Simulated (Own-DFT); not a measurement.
InAs (zincblende, strongly disordered by large displacements), GaP (zincblende, strongly disordered by large displacements) (calculated)

All values are calculated (Own-DFT development build). A calculation, not a measurement: plane-wave PBE density functional theory by an unreviewed code, no spin, of a simulated periodic cell, stress positive in tension, free energy of the whole cell less one offset for each atom, forces on such cells passed a denser k mesh, this cell's mesh not checked; broken bonds can close the gap or carry spin, so checks made on this kind of crystal may not hold here; offsets are fitted by least squares, one for each functional and potential file, so energies compare only between cells with the same atoms and settings and are not formation energies; the far tail of each file's local potential was reset to the Coulomb form; each entry is a single point on an unrelaxed cell, so the pressure reflects the starting lattice, mostly measured values (interpolated for alloys), from which strain is counted, and rises with the displacements; printed positions are rounded, which can move forces by about a meV/angstrom; the program, named Own-DFT, is a retired in-house code; no spin-orbit coupling.

Settings shared by all entries: functional PBE; potential files PseudoDojo norm-conserving, scalar-relativistic, standard set; wave cutoff 42 hartree; occupations Fermi-Dirac; smearing width 0.1 eV; k mesh 3 x 3 x 3 centred on Gamma.

```yaml
- entry: 1
  formula: InAs
  kind: "zincblende, strongly disordered by large displacements"
  structure:
    cell_angstrom: [[12.1166, 0.0, 0.0], [0.0, 12.1166, 0.0], [0.0, 0.0, 12.1166]]
    atoms_fractional:
      - [In, 0.0008, 0.01727, 0.01859]
      - [In, 0.99231, 0.26521, 0.25316]
      - [In, 0.28072, 0.00821, 0.2591]
      - [In, 0.23786, 0.28601, 0.99554]
      - [As, 0.15008, 0.11787, 0.11637]
      - [As, 0.1419, 0.39288, 0.3881]
      - [As, 0.35376, 0.11851, 0.38397]
      - [As, 0.3607, 0.33491, 0.12563]
      - [In, 0.9995, 0.00927, 0.48269]
      - [In, 0.00083, 0.2498, 0.72633]
      - [In, 0.23852, 0.01568, 0.74083]
      - [In, 0.25311, 0.26395, 0.49147]
      - [As, 0.12429, 0.14492, 0.61424]
      - [As, 0.13172, 0.37823, 0.84706]
      - [As, 0.3776, 0.11909, 0.83404]
      - [As, 0.35073, 0.37898, 0.59773]
      - [In, 0.98198, 0.48439, 0.03031]
      - [In, 0.00314, 0.76365, 0.26388]
      - [In, 0.26056, 0.52663, 0.23484]
      - [In, 0.24479, 0.75868, 0.0096]
      - [As, 0.12533, 0.6178, 0.12123]
      - [As, 0.11002, 0.85538, 0.36926]
      - [As, 0.36558, 0.63386, 0.38825]
      - [As, 0.38119, 0.87803, 0.10524]
      - [In, 0.00683, 0.49688, 0.49786]
      - [In, 0.00073, 0.73257, 0.75592]
      - [In, 0.24508, 0.47957, 0.72415]
      - [In, 0.24816, 0.7759, 0.49829]
      - [As, 0.15126, 0.5935, 0.62433]
      - [As, 0.13151, 0.87563, 0.84288]
      - [As, 0.35682, 0.59121, 0.87147]
      - [As, 0.35361, 0.88777, 0.63581]
      - [In, 0.48152, 0.01139, 0.0202]
      - [In, 0.48269, 0.22639, 0.24892]
      - [In, 0.76399, 0.98641, 0.23857]
      - [In, 0.74786, 0.27483, 0.01169]
      - [As, 0.619, 0.09818, 0.11736]
      - [As, 0.63368, 0.36283, 0.3867]
      - [As, 0.88979, 0.08826, 0.36578]
      - [As, 0.89678, 0.3576, 0.09951]
      - [In, 0.48624, 0.96618, 0.51329]
      - [In, 0.51719, 0.25786, 0.72929]
      - [In, 0.72716, 0.96946, 0.75732]
      - [In, 0.72674, 0.25435, 0.47707]
      - [As, 0.60908, 0.1229, 0.65502]
      - [As, 0.59149, 0.35839, 0.8981]
      - [As, 0.87349, 0.13925, 0.89282]
      - [As, 0.84767, 0.41357, 0.62107]
      - [In, 0.51769, 0.47929, 0.99686]
      - [In, 0.514, 0.78586, 0.24258]
      - [In, 0.76893, 0.51334, 0.24637]
      - [In, 0.7534, 0.72982, 0.99409]
      - [As, 0.6309, 0.62421, 0.13114]
      - [As, 0.66793, 0.86453, 0.38006]
      - [As, 0.8926, 0.60204, 0.37274]
      - [As, 0.8891, 0.86938, 0.1402]
      - [In, 0.49913, 0.50432, 0.51369]
      - [In, 0.48562, 0.75672, 0.71481]
      - [In, 0.72698, 0.50397, 0.76249]
      - [In, 0.74324, 0.74422, 0.5045]
      - [As, 0.64329, 0.64376, 0.6044]
      - [As, 0.65698, 0.86141, 0.87704]
      - [As, 0.85101, 0.6211, 0.86884]
      - [As, 0.88794, 0.86255, 0.62614]
  settings:
    hardware: "one NVIDIA H200"
  results:
    "free_energy_of_cell_above_offsets [eV]": "7.495"
    "pressure [GPa]": 10.57
    "stress_xx [GPa]": -10.03
    "stress_yy [GPa]": -11.13
    "stress_zz [GPa]": -10.56
    "stress_yz [GPa]": 1.06
    "stress_xz [GPa]": -2.22
    "stress_xy [GPa]": -0.27
    force_element: [In, In, In, In, As, As, As, As, In, In, In, In, As, As, As, As, In, In, In, In, As, As, As, As, In, In, In, In, As, As, As, As, In, In, In, In, As, As, As, As, In, In, In, In, As, As, As, As, In, In, In, In, As, As, As, As, In, In, In, In, As, As, As, As]
    "force_x [eV/angstrom]": [-0.227, 1.975, -3.569, -2.156, 0.075, -1.006, 3.609, 2.79, 3.991, -2.632, -1.679, -2.076, 0.573, -2.687, 1.499, 5.776, 6.141, -3.503, 1.279, -0.763, -1.676, 5.244, 1.479, -1.758, 0.112, 0.6, 3.299, -0.53, -4.636, -0.882, 1.293, -0.752, -0.108, 1.783, -1.586, -2.187, 2.928, -6.826, -4.213, -4.815, 2.371, -4.614, 4.292, 6.754, 3.978, 4.798, -0.248, 0.975, -5.336, 0.011, -1.104, -0.087, -1.058, -3.404, -0.311, -0.289, 0.466, 1.267, -1.458, 7.632, -6.097, -5.738, 3.568, -0.549]
    "force_y [eV/angstrom]": [-0.81, -1.686, -3.711, -2.803, 1.114, -0.054, 1.791, 3.736, -3.266, 1.58, 0.897, -3.535, -1.942, -0.688, 1.456, 0.627, 9.307, -5.803, -1.965, -1.036, 1.476, 5.33, 0.526, -2.034, -0.17, -0.816, -1.466, -1.953, 6.528, -0.603, 1.467, -0.962, 1.314, -0.198, 1.114, -2.862, 2.881, 7.352, 5.665, -6.284, 2.193, 4.242, 5.138, -7.743, -5.09, -5.247, -0.535, -2.488, 7.084, -1.611, -1.775, 1.474, -0.241, 2.682, 2.877, -0.888, 0.31, -1.89, -0.739, 2.396, -5.788, -3.255, -1.505, 0.885]
    "force_z [eV/angstrom]": [-1.136, 1.587, -4.108, -3.087, 0.915, -3.143, 3.87, 2.575, 5.075, 1.968, -0.019, -1.717, -1.713, 1.956, 2.888, 2.01, -6.672, -3.641, 1.241, -2.363, -0.552, 4.088, -0.962, 2.824, 1.964, -0.797, 4.674, 0.304, -3.783, 2.599, 0.456, -0.074, -5.645, 0.796, 0.04, -1.589, 2.228, -7.182, -3.696, 6.182, -1.84, 1.91, -4.693, 7.026, -4.573, -5.62, -1.336, -0.709, 5.573, 1.072, -0.617, 2.85, -0.166, -1.888, 0.173, -3.439, -1.045, 2.445, -0.179, -2.908, 5.872, 4.243, 0.03, -0.539]
    "wall_time [s]": 1166.0
- entry: 2
  formula: InAs
  kind: "zincblende, strongly disordered by large displacements"
  structure:
    cell_angstrom: [[12.1166, 0.0, 0.0], [0.0, 12.1166, 0.0], [0.0, 0.0, 12.1166]]
    atoms_fractional:
      - [In, 0.00442, 0.00943, 0.00758]
      - [In, 0.97052, 0.24655, 0.29862]
      - [In, 0.22689, 0.99634, 0.26788]
      - [In, 0.28671, 0.24485, 0.02404]
      - [As, 0.13387, 0.13291, 0.17942]
      - [As, 0.13967, 0.34809, 0.33894]
      - [As, 0.40548, 0.11899, 0.35903]
      - [As, 0.40768, 0.41968, 0.13571]
      - [In, 0.01823, 0.96917, 0.51297]
      - [In, 0.92851, 0.27968, 0.73318]
      - [In, 0.25751, 0.997, 0.69674]
      - [In, 0.23122, 0.24686, 0.52762]
      - [As, 0.14622, 0.11698, 0.65499]
      - [As, 0.14248, 0.41672, 0.85959]
      - [As, 0.33183, 0.11091, 0.86788]
      - [As, 0.38263, 0.4127, 0.63521]
      - [In, 0.06219, 0.52618, 7.0e-05]
      - [In, 0.97685, 0.75274, 0.2234]
      - [In, 0.30726, 0.49064, 0.2515]
      - [In, 0.28967, 0.7436, 0.99843]
      - [As, 0.12794, 0.66581, 0.15192]
      - [As, 0.12364, 0.93865, 0.38846]
      - [As, 0.32353, 0.63053, 0.43475]
      - [As, 0.38243, 0.90022, 0.12774]
      - [In, 0.99233, 0.49145, 0.4595]
      - [In, 0.98717, 0.76348, 0.78705]
      - [In, 0.24575, 0.45006, 0.72682]
      - [In, 0.20387, 0.74542, 0.47478]
      - [As, 0.16263, 0.63658, 0.62716]
      - [As, 0.11176, 0.84737, 0.89359]
      - [As, 0.34388, 0.61578, 0.84784]
      - [As, 0.39223, 0.89362, 0.63139]
      - [In, 0.50094, 0.03575, 0.02811]
      - [In, 0.49841, 0.25073, 0.22196]
      - [In, 0.80799, 0.96695, 0.27817]
      - [In, 0.73879, 0.1943, 0.99381]
      - [As, 0.61095, 0.10503, 0.13594]
      - [As, 0.56977, 0.37783, 0.36316]
      - [As, 0.81761, 0.08827, 0.39528]
      - [As, 0.88068, 0.37869, 0.13097]
      - [In, 0.48065, 0.05785, 0.49736]
      - [In, 0.49167, 0.19117, 0.72331]
      - [In, 0.77352, 0.01698, 0.76905]
      - [In, 0.75443, 0.29229, 0.48205]
      - [As, 0.62198, 0.1059, 0.5928]
      - [As, 0.59839, 0.33425, 0.91942]
      - [As, 0.88937, 0.07911, 0.87705]
      - [As, 0.89471, 0.43641, 0.64152]
      - [In, 0.50432, 0.49376, 0.98814]
      - [In, 0.50082, 0.6883, 0.2736]
      - [In, 0.72813, 0.46223, 0.27125]
      - [In, 0.77419, 0.71894, 0.00206]
      - [As, 0.64691, 0.65797, 0.11789]
      - [As, 0.62801, 0.93475, 0.37403]
      - [As, 0.88381, 0.655, 0.38271]
      - [As, 0.88435, 0.87135, 0.14658]
      - [In, 0.46845, 0.55974, 0.48488]
      - [In, 0.4969, 0.6875, 0.74837]
      - [In, 0.74834, 0.50366, 0.69231]
      - [In, 0.72641, 0.72373, 0.44883]
      - [As, 0.61364, 0.63134, 0.64001]
      - [As, 0.63859, 0.86569, 0.91155]
      - [As, 0.8846, 0.61012, 0.86651]
      - [As, 0.85457, 0.90194, 0.63325]
  settings:
    hardware: "one NVIDIA H200"
  results:
    "free_energy_of_cell_above_offsets [eV]": "43.099"
    "pressure [GPa]": 16.49
    "stress_xx [GPa]": -20.17
    "stress_yy [GPa]": -12.1
    "stress_zz [GPa]": -17.2
    "stress_yz [GPa]": -1.82
    "stress_xz [GPa]": 4.11
    "stress_xy [GPa]": 5.56
    force_element: [In, In, In, In, As, As, As, As, In, In, In, In, As, As, As, As, In, In, In, In, As, As, As, As, In, In, In, In, As, As, As, As, In, In, In, In, As, As, As, As, In, In, In, In, As, As, As, As, In, In, In, In, As, As, As, As, In, In, In, In, As, As, As, As]
    "force_x [eV/angstrom]": [3.578, -2.073, 9.712, -1.093, -2.495, 1.546, -6.658, 3.743, -8.37, 2.098, 3.115, 1.45, -9.29, -5.46, 1.64, 8.987, -1.985, 3.898, -8.051, -0.829, 4.356, 1.175, -2.596, -1.177, 1.815, -2.547, -3.062, -6.391, -1.928, 3.942, -0.376, 3.988, -6.991, -0.278, -2.656, 1.268, 8.303, -0.015, 1.432, -0.076, -1.235, -1.126, -9.045, -0.587, 7.768, 0.756, 4.207, 8.246, 1.353, 0.126, 1.841, 2.973, -4.193, -0.646, 3.267, -3.558, 9.993, -5.766, -7.897, -4.751, 6.253, -0.577, -0.524, 1.475]
    "force_y [eV/angstrom]": [-1.822, -0.9, 0.697, 0.734, 3.52, 1.396, 3.791, -5.891, 3.121, -4.904, -5.697, 1.493, 7.415, -4.664, -0.172, -4.403, 1.17, -5.721, 5.163, 1.756, -2.758, -7.66, -2.274, -1.992, -0.078, -0.62, 4.12, 9.537, -1.493, 2.955, -1.41, -3.682, -4.861, -0.502, -4.126, 1.246, 3.552, 0.985, 8.202, -0.567, -6.37, 1.901, -3.765, -0.56, 2.505, -1.492, 7.051, -0.56, 3.89, 1.576, 1.554, 2.641, -3.415, -2.204, -2.483, 4.871, -5.676, 5.996, 2.868, 3.157, -1.71, 0.701, -2.133, -3.0]
    "force_z [eV/angstrom]": [3.609, -1.169, -6.282, 0.318, -3.767, 1.702, -8.408, -5.639, 9.781, 3.359, 4.651, -1.93, -1.977, 6.437, 0.442, -6.241, 1.607, 5.857, 7.87, 1.204, -1.487, -1.528, -6.482, 1.262, -0.356, -4.267, -1.266, 0.287, 2.194, 2.55, 1.217, -2.159, -8.77, -0.252, -4.025, 0.553, 7.167, 2.89, 7.763, 0.056, 4.804, 2.226, -5.13, 0.105, 4.321, -2.534, 3.85, -5.538, -2.179, -0.445, -2.031, -2.873, 3.383, 0.269, -1.263, -10.14, 3.82, 6.737, 5.137, 2.075, -8.594, -1.061, 0.179, -1.887]
    "wall_time [s]": 1231.0
- entry: 3
  formula: InAs
  kind: "zincblende, strongly disordered by large displacements"
  structure:
    cell_angstrom: [[12.1166, 0.0, 0.0], [0.0, 12.1166, 0.0], [0.0, 0.0, 12.1166]]
    atoms_fractional:
      - [In, 0.02467, 0.98013, 0.99334]
      - [In, 0.0194, 0.23396, 0.28469]
      - [In, 0.21296, 0.03281, 0.28641]
      - [In, 0.24915, 0.22149, 0.99992]
      - [As, 0.13613, 0.10822, 0.09245]
      - [As, 0.14563, 0.39418, 0.36951]
      - [As, 0.35014, 0.15274, 0.31921]
      - [As, 0.3357, 0.34574, 0.10992]
      - [In, 0.97913, 0.97265, 0.50932]
      - [In, 0.01146, 0.22926, 0.74176]
      - [In, 0.2655, 0.00744, 0.75283]
      - [In, 0.25881, 0.25914, 0.4905]
      - [As, 0.1536, 0.09866, 0.63372]
      - [As, 0.12476, 0.34718, 0.86008]
      - [As, 0.38337, 0.09523, 0.86453]
      - [As, 0.40549, 0.4198, 0.65118]
      - [In, 0.0198, 0.49047, 0.01179]
      - [In, 0.01276, 0.73357, 0.23628]
      - [In, 0.24483, 0.51604, 0.21833]
      - [In, 0.2288, 0.77563, 0.0218]
      - [As, 0.11663, 0.65433, 0.10226]
      - [As, 0.11317, 0.89958, 0.40105]
      - [As, 0.3729, 0.59263, 0.34755]
      - [As, 0.37817, 0.79875, 0.12621]
      - [In, 0.95127, 0.50027, 0.45741]
      - [In, 0.00533, 0.77753, 0.74379]
      - [In, 0.25028, 0.52697, 0.71245]
      - [In, 0.28021, 0.74912, 0.50028]
      - [As, 0.13082, 0.65208, 0.58894]
      - [As, 0.10826, 0.86, 0.87667]
      - [As, 0.36664, 0.58969, 0.876]
      - [As, 0.40686, 0.86194, 0.59088]
      - [In, 0.52055, 0.01774, 0.00572]
      - [In, 0.47385, 0.27272, 0.24619]
      - [In, 0.76748, 0.04861, 0.21718]
      - [In, 0.71746, 0.24207, 0.98714]
      - [As, 0.63715, 0.15121, 0.13049]
      - [As, 0.647, 0.37785, 0.3863]
      - [As, 0.89822, 0.10857, 0.37894]
      - [As, 0.8918, 0.41181, 0.12045]
      - [In, 0.53093, 0.95778, 0.48817]
      - [In, 0.46973, 0.22157, 0.74604]
      - [In, 0.69848, 0.95706, 0.75108]
      - [In, 0.72947, 0.26408, 0.51992]
      - [As, 0.62836, 0.14932, 0.62779]
      - [As, 0.61377, 0.39073, 0.85836]
      - [As, 0.86618, 0.15953, 0.83695]
      - [As, 0.86452, 0.40435, 0.59269]
      - [In, 0.50814, 0.48042, 0.9808]
      - [In, 0.49689, 0.78093, 0.26738]
      - [In, 0.74968, 0.50801, 0.19513]
      - [In, 0.75553, 0.729, 0.00584]
      - [As, 0.61818, 0.66494, 0.12908]
      - [As, 0.6134, 0.91135, 0.32767]
      - [As, 0.85042, 0.63569, 0.36215]
      - [As, 0.94797, 0.88958, 0.15905]
      - [In, 0.50796, 0.46476, 0.47654]
      - [In, 0.51612, 0.77061, 0.74046]
      - [In, 0.73548, 0.48837, 0.75704]
      - [In, 0.81421, 0.74354, 0.50694]
      - [As, 0.62961, 0.59526, 0.64803]
      - [As, 0.60933, 0.88314, 0.8981]
      - [As, 0.9043, 0.58392, 0.87946]
      - [As, 0.86159, 0.84718, 0.65265]
  settings:
    hardware: "one NVIDIA H200"
  results:
    "free_energy_of_cell_above_offsets [eV]": "18.926"
    "pressure [GPa]": 12.9
    "stress_xx [GPa]": -13.79
    "stress_yy [GPa]": -10.81
    "stress_zz [GPa]": -14.1
    "stress_yz [GPa]": 1.54
    "stress_xz [GPa]": 0.92
    "stress_xy [GPa]": -1.67
    force_element: [In, In, In, In, As, As, As, As, In, In, In, In, As, As, As, As, In, In, In, In, As, As, As, As, In, In, In, In, As, As, As, As, In, In, In, In, As, As, As, As, In, In, In, In, As, As, As, As, In, In, In, In, As, As, As, As, In, In, In, In, As, As, As, As]
    "force_x [eV/angstrom]": [-3.417, 1.142, -2.218, 0.542, -2.16, -1.824, 0.72, 2.921, -1.815, 1.863, -1.108, 0.792, -3.223, 1.575, 1.455, 0.705, 3.838, -1.229, -1.199, 0.955, -0.332, 3.392, 2.242, 1.016, 4.417, 2.171, -2.204, -1.186, -2.476, 4.697, -0.597, -1.671, -1.737, 3.944, 3.579, 2.972, -4.735, 1.194, -2.832, -0.504, 1.081, 1.204, 2.807, 3.682, -2.212, -0.2, -3.79, -0.633, -2.887, -0.72, -2.967, 2.795, -1.775, 5.392, 0.086, -4.194, -2.857, -0.224, 6.323, -3.272, -2.519, 0.188, -2.172, -2.801]
    "force_y [eV/angstrom]": [2.483, 1.942, -2.321, 0.515, -1.254, 0.264, -0.606, 4.407, 1.478, 1.121, -5.137, -0.2, 2.49, 2.107, 1.158, -2.748, -0.052, -1.479, -0.693, 1.708, -5.831, -4.165, 2.051, 2.7, -0.056, -5.462, 0.12, -1.017, -0.963, 0.41, 2.602, 0.881, 0.567, 2.486, -3.607, 2.889, 0.617, -0.344, 0.684, -5.791, 4.196, 3.209, 3.628, -0.129, -4.55, -6.29, -3.16, -2.677, 2.291, -4.068, 1.878, 0.872, -2.382, 2.186, -0.339, 3.825, 2.632, -2.655, 0.304, -0.637, 4.284, -4.028, 2.6, 5.061]
    "force_z [eV/angstrom]": [0.285, -1.922, -2.0, -5.246, 4.213, 0.188, 3.6, 1.219, 3.514, -2.71, -0.476, 1.328, -3.675, 1.023, 4.697, -0.614, -2.471, 5.575, -1.619, -4.642, 0.166, -2.124, 2.223, -1.518, -1.398, -0.157, 1.039, -2.969, 1.11, -1.193, 0.053, 3.692, 2.326, -0.604, 2.22, -3.857, 1.043, -5.555, 0.879, 1.935, 1.318, -1.768, -3.236, -1.174, 1.896, 0.051, 2.76, 4.243, 4.075, 2.162, 2.12, -1.899, 0.636, -1.198, -5.477, -1.561, 1.541, 0.793, 0.385, 0.344, -3.797, 1.944, -2.217, 0.482]
    "wall_time [s]": 1183.0
- entry: 4
  formula: GaP
  kind: "zincblende, strongly disordered by large displacements"
  structure:
    cell_angstrom: [[10.901, 0.0, 0.0], [0.0, 10.901, 0.0], [0.0, 0.0, 10.901]]
    atoms_fractional:
      - [Ga, 0.96819, 0.0015, 0.99415]
      - [Ga, 0.98435, 0.22532, 0.24488]
      - [Ga, 0.23079, 0.99229, 0.23461]
      - [Ga, 0.24798, 0.23304, 0.02089]
      - [P, 0.11172, 0.14398, 0.15169]
      - [P, 0.14185, 0.35772, 0.37564]
      - [P, 0.39568, 0.12962, 0.38916]
      - [P, 0.40117, 0.37467, 0.13724]
      - [Ga, 0.98891, 0.00941, 0.49892]
      - [Ga, 0.99915, 0.25892, 0.76343]
      - [Ga, 0.28086, 0.98501, 0.77843]
      - [Ga, 0.2381, 0.24941, 0.48342]
      - [P, 0.13509, 0.14226, 0.6389]
      - [P, 0.10515, 0.41643, 0.86898]
      - [P, 0.36817, 0.13389, 0.88009]
      - [P, 0.40155, 0.39198, 0.61671]
      - [Ga, 0.02336, 0.51002, 0.02382]
      - [Ga, 0.03246, 0.74556, 0.25985]
      - [Ga, 0.25512, 0.49455, 0.25311]
      - [Ga, 0.25025, 0.74596, 0.01479]
      - [P, 0.14496, 0.61271, 0.13028]
      - [P, 0.1611, 0.86061, 0.38471]
      - [P, 0.34294, 0.63096, 0.38699]
      - [P, 0.35992, 0.84238, 0.16736]
      - [Ga, 0.99615, 0.51049, 0.50129]
      - [Ga, 0.99902, 0.76118, 0.76205]
      - [Ga, 0.21895, 0.51324, 0.74256]
      - [Ga, 0.25025, 0.75489, 0.51324]
      - [P, 0.12019, 0.62518, 0.61528]
      - [P, 0.12152, 0.84882, 0.91555]
      - [P, 0.39857, 0.61171, 0.87282]
      - [P, 0.365, 0.8873, 0.6254]
      - [Ga, 0.52108, 0.97575, 0.99388]
      - [Ga, 0.51403, 0.27134, 0.26709]
      - [Ga, 0.76188, 0.01191, 0.26531]
      - [Ga, 0.73574, 0.23722, 0.01499]
      - [P, 0.62909, 0.13492, 0.14946]
      - [P, 0.62338, 0.36995, 0.36782]
      - [P, 0.87846, 0.12023, 0.34381]
      - [P, 0.88048, 0.36302, 0.11309]
      - [Ga, 0.50195, 0.01233, 0.48992]
      - [Ga, 0.50634, 0.25695, 0.74904]
      - [Ga, 0.7456, 0.01929, 0.77694]
      - [Ga, 0.76337, 0.24622, 0.4927]
      - [P, 0.65384, 0.14194, 0.61825]
      - [P, 0.64993, 0.37571, 0.90596]
      - [P, 0.84503, 0.12046, 0.88256]
      - [P, 0.86745, 0.36754, 0.62769]
      - [Ga, 0.48801, 0.4926, 0.01167]
      - [Ga, 0.51341, 0.73735, 0.26356]
      - [Ga, 0.75218, 0.51548, 0.25836]
      - [Ga, 0.76544, 0.75091, 0.97923]
      - [P, 0.60943, 0.62911, 0.10206]
      - [P, 0.59962, 0.87536, 0.33815]
      - [P, 0.88736, 0.59937, 0.34618]
      - [P, 0.87893, 0.85843, 0.13141]
      - [Ga, 0.48273, 0.50442, 0.48]
      - [Ga, 0.50648, 0.76199, 0.75565]
      - [Ga, 0.74118, 0.51851, 0.74414]
      - [Ga, 0.76373, 0.74279, 0.50126]
      - [P, 0.63952, 0.59876, 0.62058]
      - [P, 0.61824, 0.85643, 0.86494]
      - [P, 0.85875, 0.62359, 0.89479]
      - [P, 0.87654, 0.87501, 0.63546]
  settings:
    hardware: "one NVIDIA H100"
  results:
    "free_energy_of_cell_above_offsets [eV]": "-3.738"
    "pressure [GPa]": 9.74
    "stress_xx [GPa]": -9.46
    "stress_yy [GPa]": -9.93
    "stress_zz [GPa]": -9.82
    "stress_yz [GPa]": -0.23
    "stress_xz [GPa]": -3.32
    "stress_xy [GPa]": -1.16
    force_element: [Ga, Ga, Ga, Ga, P, P, P, P, Ga, Ga, Ga, Ga, P, P, P, P, Ga, Ga, Ga, Ga, P, P, P, P, Ga, Ga, Ga, Ga, P, P, P, P, Ga, Ga, Ga, Ga, P, P, P, P, Ga, Ga, Ga, Ga, P, P, P, P, Ga, Ga, Ga, Ga, P, P, P, P, Ga, Ga, Ga, Ga, P, P, P, P]
    "force_x [eV/angstrom]": [1.822, -0.459, 1.514, 0.398, 4.623, -4.851, -3.69, -3.962, 1.624, -0.35, -3.189, 4.439, -0.624, 0.305, 2.092, -3.331, -3.897, -0.99, 0.563, 3.365, 0.198, -4.422, 3.179, 0.485, -0.268, 0.186, 4.646, 0.854, -1.195, -1.411, -2.917, 2.515, -2.179, -3.627, -5.105, 1.406, -1.056, 4.94, 0.582, 0.242, 2.578, 0.807, -4.075, 0.602, -2.835, -2.666, 5.492, 1.004, 2.037, -3.311, -4.651, -3.806, 1.927, 4.869, 3.832, -0.193, 1.831, -3.453, 3.845, -0.541, -4.553, 4.628, 4.833, -0.657]
    "force_y [eV/angstrom]": [-1.029, 8.559, 0.616, 2.006, -4.722, 4.127, 2.431, -1.232, -0.352, -0.087, -0.018, -3.013, -1.583, -3.755, -0.056, -1.945, -1.311, -0.253, -1.572, -1.771, 1.566, 3.471, -0.889, 1.847, -2.622, -1.47, -0.517, -1.25, 2.483, 3.508, 1.373, -0.877, 1.877, -5.019, -5.745, 0.302, -2.221, 4.739, 0.401, 0.954, -2.562, 0.887, -5.04, 1.388, -2.701, 1.575, 4.608, 1.434, -0.008, -5.503, -3.555, 3.805, 0.749, 5.216, 4.389, 0.97, 0.58, -3.909, -4.227, -0.306, 4.882, 3.456, -4.243, 1.165]
    "force_z [eV/angstrom]": [1.553, 0.162, 1.055, -0.166, -5.304, -3.407, -3.192, 0.397, 0.824, -0.51, 0.221, 4.408, 0.031, 0.797, 0.647, 2.245, -0.795, -0.526, 0.408, 0.264, 1.502, -1.924, -1.248, -2.785, -0.336, 0.245, -0.01, 3.0, 0.311, -3.051, -0.989, -0.22, 2.668, -2.726, -4.292, 0.645, -0.617, 4.232, 8.778, 1.186, 2.485, 0.343, -5.971, -1.762, 1.745, -2.995, 3.146, 0.07, -2.001, -2.581, -4.29, 4.076, 2.196, 5.212, 3.632, 0.563, -0.486, -4.28, 4.96, -0.608, -4.746, 2.159, -3.91, -0.439]
    "wall_time [s]": 535.4
```
